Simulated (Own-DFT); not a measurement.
# Response to strain: 2H SiC, 72 atoms (C36Si36)

No measurement is shown. These are fixed-geometry runs of a retired plane-wave code named Own-DFT, which no person has reviewed; spin and spin-orbit coupling are neglected.

All runs used: PBE; PseudoDojo norm-conserving scalar-relativistic files; cutoff 42 hartree; 4 x 4 x 3 k mesh centred on Gamma; Fermi-Dirac smearing of 0.1 eV.

Keep in mind: forces on such cells passed a denser k mesh, each cell not checked; stress not checked against mesh or cutoff.

Unstrained cell vectors in Å: (9.248, 0.000, 0.000); (-4.624, 8.009, 0.000); (0.000, 0.000, 10.068). The unstrained cell has measured lattice constants (interpolated for alloys), not those of this functional. That, the random moves and any unrelaxed bonds set the pressure at no strain. Each run strains this cell uniformly, with the atoms carried along. Each atom got a random Gaussian move of width 0.05 Å along each axis. Strain is the symmetric tensor, in per cent. Stress is positive in tension, and the pressure is minus a third of its trace.

```
run,e_xx (%),e_yy (%),e_zz (%),e_yz (%),e_xz (%),e_xy (%),s_xx (GPa),s_yy (GPa),s_zz (GPa),s_yz (GPa),s_xz (GPa),s_xy (GPa),P (GPa),E (meV/atom)
1,0.21,0.08,1.41,1.02,0.27,1.03,-2.96,-1.37,0.00,3.19,1.41,4.49,1.44,11.8
2,-1.67,1.09,-1.39,1.57,-0.05,0.17,-13.23,0.28,-17.71,5.05,0.71,0.63,10.22,42.5
3,1.27,-1.24,-0.83,0.12,-0.38,0.61,1.42,-9.85,-12.49,0.77,-1.14,1.74,6.98,19.4
4,1.06,0.71,0.45,0.71,-1.98,1.09,2.35,-0.45,-3.95,1.56,-5.70,5.41,0.68,21.9
5,0.45,1.57,-0.09,0.55,0.95,-0.36,-0.17,4.70,-7.49,2.62,3.58,-2.19,0.99,4.8
6,1.73,1.50,-0.34,-0.24,-0.68,-1.90,5.33,6.20,-11.14,-0.73,-2.67,-7.71,-0.13,27.8
7,0.19,1.50,-0.05,-0.41,0.99,-0.64,-2.54,4.24,-6.94,-1.74,3.88,-3.84,1.75,3.0
8,0.45,-1.97,0.12,1.04,-1.91,1.65,-2.66,-16.24,-7.86,2.29,-6.41,7.18,8.92,34.8
9,-0.91,0.40,0.75,-1.03,1.03,0.41,-9.57,-3.16,-3.03,-4.31,2.34,1.82,5.25,29.3
10,1.63,1.28,0.24,-1.52,1.32,-0.39,5.41,3.68,-3.85,-5.01,4.01,-2.62,-1.74,0.0
11,-1.19,0.10,-0.38,-1.43,1.09,0.89,-10.92,-4.74,-12.27,-4.72,4.74,4.67,9.31,37.9
12,0.65,-0.58,-1.23,0.29,1.41,-1.44,0.64,-9.07,-17.11,0.82,4.55,-5.19,8.51,32.8
13,-1.00,1.91,1.96,-1.14,1.88,-1.67,-7.37,4.44,3.65,-3.11,6.43,-7.19,-0.24,33.1
14,0.47,-1.26,0.44,0.44,1.87,-1.30,-4.25,-11.12,-3.69,0.78,6.34,-6.82,6.35,26.9
15,-0.60,-0.94,-1.31,-1.08,-1.53,0.45,-9.44,-9.11,-16.82,-3.88,-5.31,2.15,11.79,17.5
16,-0.60,0.01,0.79,0.60,0.12,1.53,-9.24,-3.84,-2.72,1.97,-0.13,8.51,5.26,33.8
17,-1.98,-1.35,1.55,-1.79,1.99,1.44,-16.69,-14.30,-0.45,-6.43,6.34,7.85,10.48,52.0
18,-0.67,-0.06,-0.84,0.75,-1.00,-0.51,?,?,?,?,?,?,?,?
```

The last column gives the free energy per atom over the lowest of the runs shown.

## What the rows give

Each stress component was fitted by least squares to a constant and the strains of the runs shown, as fractions, with shears doubled. Shear strains stay in the fit of a normal stress only where such slopes are resolved. The slopes, in GPa:

| stress | at no strain | per e_xx | per e_yy | per e_zz | scatter |
|---|---|---|---|---|---|
| s_xx | -4.5 | 559 ± 23 | 83 ± 21 | 2 ± 26 | 0.99 |
| s_yy | -4.5 | 84 ± 26 | 564 ± 23 | 5 ± 29 | 1.13 |
| s_zz | -8.1 | 69 ± 27 | 22 ± 24 | 645 ± 30 | 1.16 |

The slope of each shear stress on twice its own strain, from a fit on all six strains: yz 166 ± 7, xz 169 ± 9, xy 220 ± 16 GPa. These are stiffnesses along x, y and z of the frame in which the cell vectors are given, with the crystal's c axis along z: C11, C12, C13 and C33. Hexagonal symmetry asks that xx and yy behave alike, which is a second check on the noise. No internal relaxation is included, and where it is allowed it would reduce some of the slopes. Slopes across the diagonal should nearly agree, so their difference gauges the noise. A ninth of the table's sum, 226 ± 5 GPa, estimates the bulk modulus near the mean pressure of these runs, 5.0 GPa, so it lies above the value at zero pressure.

## Prediction

The question: what normal stresses and pressure should run 18 give?

The fit gives s_xx = -8.3, s_yy = -5.4, s_zz = -14.0 and P = 9.2 GPa. The run itself gave -10.42, -4.86, -11.61 and P = 8.96 GPa.
